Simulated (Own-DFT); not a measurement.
# Strain and stress in diamond-structure SiGeSn with randomly placed atoms, 64 atoms (Ge52Si8Sn4)

Calculated results; nothing here was measured. They come from Own-DFT, an in-house plane-wave density functional program, since retired, whose code no person has reviewed. Each row is one single-point run on a periodic cell that was not relaxed, without spin or spin-orbit coupling.

Settings of every run: PBE; PseudoDojo norm-conserving scalar-relativistic files; cutoff 49 hartree; 3 x 3 x 3 k mesh centred on Gamma; Fermi-Dirac smearing of 0.1 eV.

Known limits: forces on such cells moved up to 12 meV/angstrom on a denser k mesh; stress not checked against mesh or cutoff.

Unstrained cell vectors in Å: (11.363, 0.000, 0.000); (0.000, 11.363, 0.000); (0.000, 0.000, 11.363). The unstrained cell has measured lattice constants (interpolated for alloys), not those of this functional. That, the random moves and any unrelaxed bonds set the pressure at no strain. Each run strains this cell uniformly, with the atoms carried along. Every atom was also moved at random, by a Gaussian of width 0.05 Å on each axis. The random placing of the alloy's atoms differs from row to row. Strain is the symmetric tensor, in per cent. Stress is positive in tension, and the pressure is minus a third of its trace.

| run | e_xx (%) | e_yy (%) | e_zz (%) | s_xx (GPa) | s_yy (GPa) | s_zz (GPa) | P (GPa) | E (meV/atom) |
|---|---|---|---|---|---|---|---|---|
| 1 | -3.00 | -3.00 | 0.00 | -10.50 | -10.65 | -8.50 | 9.88 | 82.0 |
| 2 | 1.25 | 1.25 | 0.00 | -2.31 | -2.36 | -3.17 | 2.61 | 8.3 |
| 3 | -0.50 | -0.50 | 0.00 | -5.37 | -5.44 | -4.99 | 5.26 | 26.6 |
| 4 | 0.50 | 0.50 | 0.00 | -3.82 | -3.87 | -4.15 | 3.94 | 30.3 |
| 5 | -2.00 | -2.00 | 0.00 | -8.28 | -8.58 | -7.04 | 7.97 | 62.3 |
| 6 | 3.00 | 3.00 | 0.00 | 0.24 | 0.17 | -1.54 | 0.38 | 0.0 |
| 7 | -2.50 | -2.50 | 0.00 | -9.41 | -9.61 | -7.89 | 8.97 | 75.7 |
| 8 | -0.25 | -0.25 | 0.00 | -5.27 | -5.04 | -4.85 | 5.05 | 38.6 |
| 9 | -0.75 | -0.75 | 0.00 | ? | ? | ? | ? | ? |

E is the free energy for each atom above the lowest run shown.

## Worked fit

The change of volume is close to e_xx + e_yy + e_zz. A straight line through the runs shown gives P = 4.84 - 80 x (fractional change of volume) GPa, with an error of 3 on the slope and a scatter of 0.30 GPa. The strain isn't the same on all axes, but the crystal is cubic, so the slope still estimates the bulk modulus, averaged over pressures from 0.4 to 9.9 GPa.

## Withheld run

Question: what pressure should run 9 give? Its volume changes by -1.49 %.

The line gives 6.0 GPa. The calculation gave 5.83 GPa.
